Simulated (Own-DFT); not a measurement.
Simulation results for Hf36O71 (tetragonal hafnia with one neutral oxygen vacancy, atoms displaced)

All values are calculated (Own-DFT development build). A calculation, not a measurement: plane-wave PBE and HSE06 DFT by an unreviewed code, no spin, of a simulated cell at Gamma alone, so results move with cell size and shape, stress positive in tension, energies less offsets, not probed for a lower state with spin; hafnium file: forces about 75 meV/angstrom off all-electron values; oxygen file: force components 24 meV/angstrom off all-electron in a glass; k mesh not checked against a denser one; forces and stress are PBE's, HSE06 gives the energy alone, and its difference from PBE has offsets of its own; offsets are fitted by least squares, one for each functional and potential file, so energies compare only between cells with the same atoms and settings and are not formation energies; the far tail of each file's local potential was reset to the Coulomb form; each entry is a single point on an unrelaxed cell, so the pressure reflects the starting lattice, taken from the Materials Project, from which strain is counted, and rises with the displacements; printed positions are rounded, which can move forces by about a meV/angstrom; the program is a retired in-house code; no spin-orbit coupling.

Common to all runs: first functional PBE; second functional HSE06; exact exchange share 0.25; screening 0.11 1/bohr; exchange divergence Gygi-Baldereschi; potential files PseudoDojo norm-conserving, scalar-relativistic, made for PBE, standard set; wave cutoff 48 hartree; occupations fixed; k mesh 1 x 1 x 1 centred on Gamma.

(1) 
```xyz
107
Lattice="10.7800 0.0000 0.0000 0.0000 10.7800 0.0000 0.0000 0.0000 10.4493" Properties=species:S:1:pos:R:3:force_x:R:1:force_y:R:1:force_z:R:1 formula=Hf36O71 PBE_energy_of_cell_above_offsets=-100.779 HSE06_less_PBE_above_offsets=-0.127 PBE_pressure=0.68 PBE_stress_xx=0.18 PBE_stress_yy=-1 PBE_stress_zz=-1.23 PBE_stress_yz=-0.01 PBE_stress_xz=-0.19 PBE_stress_xy=-0.07
Hf     0.0167    10.7663     0.0185     -0.384      1.206      0.248
Hf     1.8445     1.8200     2.5891     -1.231     -0.711       0.25
O      0.0215     1.7983     1.6163     -0.419      0.504      0.011
O      1.7293     0.0069     3.5835       0.98      0.181      0.239
O      0.0313     1.7698     4.2323     -0.349      0.826       0.27
O      1.7246     0.0068     1.0254       2.13     -0.251      0.068
Hf    10.7457     0.0329     5.2356      0.033     -0.179     -0.178
Hf     1.7967     1.8009     7.8184     -0.207     -0.194       0.69
O     10.7662     1.8340     6.8158      0.444     -0.159      0.075
O      1.8003     0.0037     8.8763      0.307     -0.083     -0.364
O      0.0207     1.8069     9.4216     -0.332     -0.225      0.174
O      1.7756    10.7562     6.3259      0.227      0.082     -0.809
Hf    10.7687     3.5987     0.0080      0.483     -0.885     -0.292
Hf     1.7589     5.3860     2.5998       0.06     -0.341      0.857
O     10.7659     5.3731     1.6351      0.204      0.644     -1.006
O      1.7856     3.5614     3.6338      0.257      0.626       0.27
O      0.0133     5.3919     4.2076     -0.205     -0.114       0.37
O      1.7840     3.6220     1.0231      0.206     -0.028          0
Hf     0.0415     3.5905     5.3093     -1.025     -0.321     -1.355
Hf     1.7982     5.4156     7.8171      0.222     -0.368      0.575
O      0.0263     5.4609     6.8250     -0.423     -0.371      0.011
O      1.7457     3.5571     8.8951      0.686      0.747     -0.517
O     10.7778     5.3682     9.3955      -0.27      0.446      0.503
O      1.8156     3.5998     6.2754     -0.196     -0.102      0.106
Hf     0.0266     7.1624    10.4333      0.398      1.037      0.481
Hf     1.8445     8.9663     2.5816     -1.639       0.48      0.691
O     10.7553     8.9473     1.5208      0.541     -0.752      1.152
O      1.7925     7.1434     3.6359      0.129      0.903     -0.873
O      0.0599     9.0530     4.2161     -0.607     -1.276     -0.016
Hf    10.7518     7.1847     5.2466      0.558      0.228     -0.779
Hf     1.7865     9.0241     7.7942     -0.176     -0.014      0.731
O     10.7553     8.9803     6.8302      0.081     -0.414      0.196
O      1.7527     7.2018     8.8537     -0.148      0.042       0.26
O      0.0161     9.0746     9.4900     -0.262     -2.417     -1.179
O      1.7914     7.1702     6.2357      0.384      0.125      0.172
Hf     3.6159    10.7698    10.4445     -1.082      0.012      0.148
Hf     5.4200     1.7422     2.6752       -0.2      2.026     -1.261
O      3.5995     1.8237     1.5805      0.443     -0.196      0.206
O      5.3790    10.7669     3.5986      0.068      0.022      0.952
O      3.5926     1.8295     4.2323      0.148     -1.666     -0.701
O      5.3848     0.0436     0.9874      0.257     -0.246      0.276
Hf     3.5828    10.7710     5.2567     -0.518      0.264      0.191
Hf     5.3715     1.7673     7.8313      1.103      1.253     -0.779
O      3.5958     1.7959     6.7683     -0.241     -0.072      0.499
O      5.4328     0.0076     8.8069     -0.467      -0.85      0.779
O      3.5759     1.7512     9.4505      0.186      0.659     -0.431
O      5.3552    10.7261     6.2615      0.254      0.143     -0.674
Hf     3.5666     3.5824    10.4444      0.863     -0.257      0.203
Hf     5.3662     5.3647     2.6060      1.017     -0.159      0.365
O      3.5609     5.3887     1.6283      0.368      0.609     -0.586
O      5.3724     3.5897     3.6459     -0.098     -0.326     -0.084
O      3.5920     5.4090     4.2235      0.275     -0.232      -0.15
O      5.4323     3.6017     1.0875     -0.878      0.371     -0.931
Hf     3.5821     3.5552     5.1940      1.128      1.225      0.853
Hf     5.3541     5.4016     7.8258      1.062     -1.252     -0.163
O      3.5925     5.3016     6.8042     -0.302      0.729      0.258
O      5.4084     3.5743     8.8600      -0.38     -0.077      0.095
O      3.6003     5.3970     9.4402     -0.078      0.105      0.179
O      5.4365     3.5854     6.2617     -0.884      -0.03     -0.551
Hf     3.6374     7.1631     0.0834     -0.585      0.025     -0.389
Hf     5.3928     9.0213     2.6257      0.352     -1.579      -0.61
O      3.5982     8.9589     1.5770      0.029     -0.119      0.098
O      5.4509     7.2390     3.6538     -0.593     -0.369     -0.209
O      3.5594     9.0214     4.2047      0.039     -0.573     -0.069
O      5.4359     7.2562     1.0975     -0.713     -0.777     -0.676
Hf     3.5911     7.1783     5.2360     -0.032      0.099      -0.46
Hf     5.3633     8.9529     7.9016      0.725      0.296     -0.912
O      3.6066     8.9764     6.8230      -0.38     -0.125      0.107
O      5.4247     7.1642     8.8667     -0.291      0.246       0.37
O      3.6059     8.9475     9.4696      0.347      0.093     -0.215
O      5.3827     7.1714     6.2436     -0.373      -0.01      0.402
Hf     7.2181     0.0141    10.4140      0.338     -0.598      0.529
Hf     8.9501     1.7474     2.5765      0.941      0.652      0.606
O      7.1722     1.8468     1.5704      0.186     -0.499      0.326
O      8.9249    10.7797     3.6443     -0.006     -0.488     -0.012
O      7.1987     1.7676     4.2639     -0.638     -0.075     -1.209
O      9.0232     0.0200     1.0850     -0.945      0.085       -0.5
Hf     7.1597    10.7278     5.1771      0.763      0.931      1.853
Hf     8.9931     1.7609     7.8477     -0.847      0.085     -0.639
O      7.1981     1.8031     6.7774     -0.325     -0.277      0.982
O      8.9597     0.0071     8.8789     -0.014     -0.742      0.032
O      7.1729     1.7196     9.4238      0.209      1.524     -0.022
O      8.9503    10.7746     6.2537      0.317      0.056     -0.207
Hf     7.2405     3.5957     0.0062     -1.278      0.148     -0.161
Hf     8.9797     5.4208     2.5955     -0.573     -0.911      0.608
O      7.2198     5.3307     1.5551     -0.611      0.353      0.336
O      8.9384     3.5765     3.6374       0.05      0.181     -0.534
O      7.1340     5.3780     4.1873      0.145      0.613     -0.162
O      8.9975     3.6176     1.0123      0.182     -0.217      -0.12
Hf     7.2228     3.6072     5.1940      -0.13     -0.286      0.886
Hf     8.9949     5.3988     7.8842     -0.797     -0.795     -1.141
O      7.1836     5.3760     6.8157      0.201      0.353      0.226
O      8.9905     3.5746     8.8205     -0.262      0.216      0.661
O      7.1530     5.4019     9.4084      0.535     -0.216      0.333
O      8.9833     3.5943     6.2537      0.625      0.386     -0.059
Hf     7.1779     7.2117    10.4347      0.107     -0.698       0.49
Hf     8.9572     8.9480     2.6321      0.577      0.759     -0.823
O      7.1644     8.9721     1.5472      0.462      0.453        0.8
O      8.9455     7.2041     3.6299      0.272     -0.256      0.128
O      7.1778     8.9671     4.2337     -0.004      0.086     -0.755
O      8.9674     7.1734     1.0316      0.288     -0.144     -0.416
Hf     7.1579     7.1767     5.2214     -0.157     -0.684       0.17
Hf     8.9861     8.9238     7.8746     -0.377        1.7     -0.648
O      7.2150     8.9727     6.8526     -0.601     -0.285     -0.039
O      8.9513     7.1906     8.8509      0.461     -0.349      0.421
O      7.1917     8.9569     9.4238     -0.082      0.597      0.038
O      8.9742     7.1389     6.1750     -0.035      0.205      0.866
```

Units: PBE_energy_of_cell_above_offsets, HSE06_less_PBE_above_offsets in eV; PBE_pressure, PBE_stress_xx, PBE_stress_yy, PBE_stress_zz, PBE_stress_yz, PBE_stress_xz, PBE_stress_xy in GPa; force_x, force_y, force_z in eV/Å.

(2) 
```xyz
107
Lattice="10.7800 0.0000 0.0000 0.0000 10.7800 0.0000 0.0000 0.0000 10.4493" Properties=species:S:1:pos:R:3:force_x:R:1:force_y:R:1:force_z:R:1 formula=Hf36O71 PBE_energy_of_cell_above_offsets=-85.616 HSE06_less_PBE_above_offsets=0.765 PBE_pressure=6.11 PBE_stress_xx=-7.65 PBE_stress_yy=-5.25 PBE_stress_zz=-5.44 PBE_stress_yz=-0.11 PBE_stress_xz=1.21 PBE_stress_xy=-0.01
Hf     0.0246     0.0074    10.4410     -2.347     -1.357     -3.701
Hf     1.6720     1.8158     2.5236      2.047      0.866      4.005
O      0.0288     1.8333     1.5332     -1.986     -0.336     -0.932
O      1.7261     0.1425     3.6357      0.034     -1.785     -1.306
O     10.7662     1.9181     4.2295     -1.189     -1.331     -1.082
O      1.7130    10.7084     0.8591      1.613     -0.467      2.833
Hf     0.0487    10.7493     5.2716     -0.841      0.316       0.83
Hf     1.8802     1.7882     7.7307     -9.731       1.82        5.8
O     10.7388     1.7392     6.8281      0.858      0.098     -0.885
O      1.8954     0.0242     8.7725      0.088     -1.885      1.237
O     10.7570     1.6928     9.2950     -0.108      1.295      2.208
O      1.7752    10.6777     6.1918      0.291      0.481      0.104
Hf     0.0311     3.5104     0.0444     -1.698      1.355     -3.429
Hf     1.7949     5.3929     2.4877     -0.357      0.543     -0.023
O     10.6400     5.4612     1.4545      1.801      -1.51      2.881
O      1.6572     3.5254     3.7878      2.251      1.456     -2.622
O      0.0886     5.2771     4.2461     -1.215      2.748     -2.838
O      1.7857     3.5473     1.0398     -0.147       1.45      1.055
Hf     0.0301     3.6730     5.2528      0.198     -3.851      2.728
Hf     1.8152     5.3623     7.7236     -1.695     -0.241      3.073
O      0.0488     5.3739     6.8902     -1.891      0.475     -2.327
O      1.9508     3.6568     8.8231      -1.12      -0.52       1.05
O     10.7569     5.3338     9.3883      0.022     -0.854      0.669
O      1.7143     3.6056     6.3702      1.888       0.19     -1.542
Hf    10.7696     7.0773    10.4475     -1.882      0.401     -2.299
Hf     1.7522     9.0885     2.5563     -1.594     -0.535      2.656
O     10.6776     8.9429     1.7156      1.442      0.573     -0.566
O      1.7615     7.2055     3.6585      0.018     -0.972     -1.163
O      0.0561     9.0318     4.2223     -0.116     -1.255     -0.131
O      1.7366     7.1255     0.9638      2.205      0.378      1.412
Hf     0.0111     7.0633     5.1385     -0.317      3.821      2.459
Hf     1.9107     8.9097     8.0017     -2.941      1.349     -2.989
O     10.7563     8.9710     6.8108       1.07      0.496      0.543
O      1.8075     7.1424     8.8992       1.32     -0.284      0.308
O      0.0216     8.8985     9.3695      0.614      1.883      1.272
O      1.6874     7.1743     6.2809      2.051     -0.519     -0.752
Hf     3.5304    10.7124     0.0358      0.605      2.488     -2.746
Hf     5.3638     1.7954     2.4244     -2.254     -0.551      1.927
O      3.4289     1.8294     1.5745      2.055     -0.745     -0.685
O      5.3300     0.0403     3.6155      1.548     -0.057     -1.454
O      3.5570     1.7448     4.1556      0.653      2.437      0.677
O      5.3138     0.0635     0.9881      1.219     -0.219      1.275
Hf     3.5623     0.1086     5.2621      0.187     -2.109     -0.564
Hf     5.3775     1.7819     7.8549      0.461      0.902      -0.01
O      3.3611     1.6262     6.9567      11.41      -0.64     -6.838
O      5.1903     0.1390     8.9701      0.904     -1.589     -0.674
O      3.4484     1.8564     9.2919      0.985     -0.279      2.847
O      5.3728    10.7399     6.1717      0.753       1.07      0.207
Hf     3.5085     3.6010    10.4192      0.823     -0.185     -2.465
Hf     5.4813     5.3401     2.6670      0.072       1.99     -3.411
O      3.7018     5.4797     1.5203     -2.012     -0.957      1.974
O      5.3223     3.5705     3.6229      -0.01      0.153      0.007
O      3.5114     5.4697     4.3562     -0.194     -3.045     -3.309
O      5.3661     3.5573     0.9100     -1.023     -0.879      2.068
Hf     3.6556     3.7539     5.1389     -1.199     -4.174      2.195
Hf     5.3405     5.4629     7.7916      3.204     -1.919      2.463
O      3.5948     5.2549     7.0294      0.122      0.031     -4.397
O      5.4466     3.6385     8.8056     -0.217     -1.571     -0.242
O      3.6888     5.3245     9.3778     -0.045      2.311      1.433
O      5.4277     3.6348     6.2501     -1.578     -0.411     -1.433
Hf     3.5702     7.2451    10.3656      0.554      -4.73       1.25
Hf     5.5008     9.0648     2.4854      -5.01     -0.733      4.842
O      3.6231     9.1028     1.8390     -0.655     -0.061     -3.591
O      5.3572     7.0596     3.6411      0.447      1.249       0.06
O      3.6615     8.9134     4.1961     -0.511      0.888      0.791
O      5.4397     7.0541     0.9666      -2.09      2.381      0.463
Hf     3.5365     7.1477     5.1056     -0.057      6.242      2.978
Hf     5.3645     8.8310     7.7890      0.829      2.729       -0.9
O      3.5612     9.0488     6.8258      0.491     -1.036      0.615
O      5.4172     7.1890     8.8229     -0.558     -0.135      1.394
O      3.7137     8.9452     9.4648     -0.831      1.024      0.006
O      5.4215     7.1617     6.3574     -0.814     -0.651     -1.677
Hf     7.1352     0.0977    10.4300      1.463     -1.646     -1.852
Hf     9.0441     1.9113     2.5889      0.252     -0.698      0.141
O      7.1748     1.8269     1.5350      0.768     -0.781       0.94
O      9.1216     0.0690     3.4672     -1.539      0.707      1.265
O      7.1501     1.8875     4.3003      0.073     -3.542     -2.463
O      9.0678    10.7217     0.9085     -2.594      0.342      1.302
Hf     7.2239    10.7496     5.1340     -0.588      1.426      3.943
Hf     9.0437     1.8875     7.8276      0.415     -0.346     -0.285
O      7.2611     1.7750     6.8899      -1.76      0.008     -0.171
O      8.8921     0.0040     8.8559     -0.342       1.87      1.177
O      7.0468     1.8002     9.4740      0.327     -1.249     -1.153
O      9.0099     0.0122     6.3732     -1.014       -0.6     -2.708
Hf     7.1205     3.4342     0.0347      1.122      5.141     -2.228
Hf     8.9550     5.3743     2.7637     -0.464      1.264     -3.368
O      7.1414     5.4953     1.4814      1.356      -1.27      3.576
O      8.8614     3.5490     3.7026      0.313      1.556      -1.05
O      7.1936     5.4072     4.2385      0.071     -0.253     -1.462
O      8.9828     3.5919     0.9692      0.131      -0.85      0.915
Hf     7.1230     3.5924     5.0566      1.077      0.414      5.443
Hf     8.9527     5.3862     7.7515      1.553      0.716      3.569
O      7.2746     5.2269     6.9418     -2.825      0.735     -2.405
O      7.1443     5.3950     9.5096      0.558     -0.064     -0.091
O      9.0411     3.5976     6.2550     -1.014      0.214     -0.197
Hf     7.1403     7.3135     0.0163      3.118      -3.52     -1.802
Hf     8.8681     9.0979     2.6215      4.004      -1.93     -0.152
O      7.1559     8.9701     1.6886      2.024      0.295     -2.996
O      8.9749     7.2040     3.7217     -0.025     -0.696     -0.562
O      7.1819     8.9668     4.2845      0.106      0.164     -2.085
O      9.0860     7.2186     0.9561     -3.258      0.649      1.828
Hf     7.2229     7.1716     5.1932      0.327      1.377      3.036
Hf     9.0338     9.1011     7.9045      0.102      -2.48     -1.373
O      7.1102     8.9646     6.8351      0.675      0.436      -0.34
O      8.9572     7.2638     8.9308     -0.135     -0.851     -0.995
O      7.1615     9.0130     9.4097     -1.212      1.688      0.964
O      8.9461     7.3071     6.3482      0.039     -1.738     -1.981
```

Units: PBE_energy_of_cell_above_offsets, HSE06_less_PBE_above_offsets in eV; PBE_pressure, PBE_stress_xx, PBE_stress_yy, PBE_stress_zz, PBE_stress_yz, PBE_stress_xz, PBE_stress_xy in GPa; force_x, force_y, force_z in eV/Å.
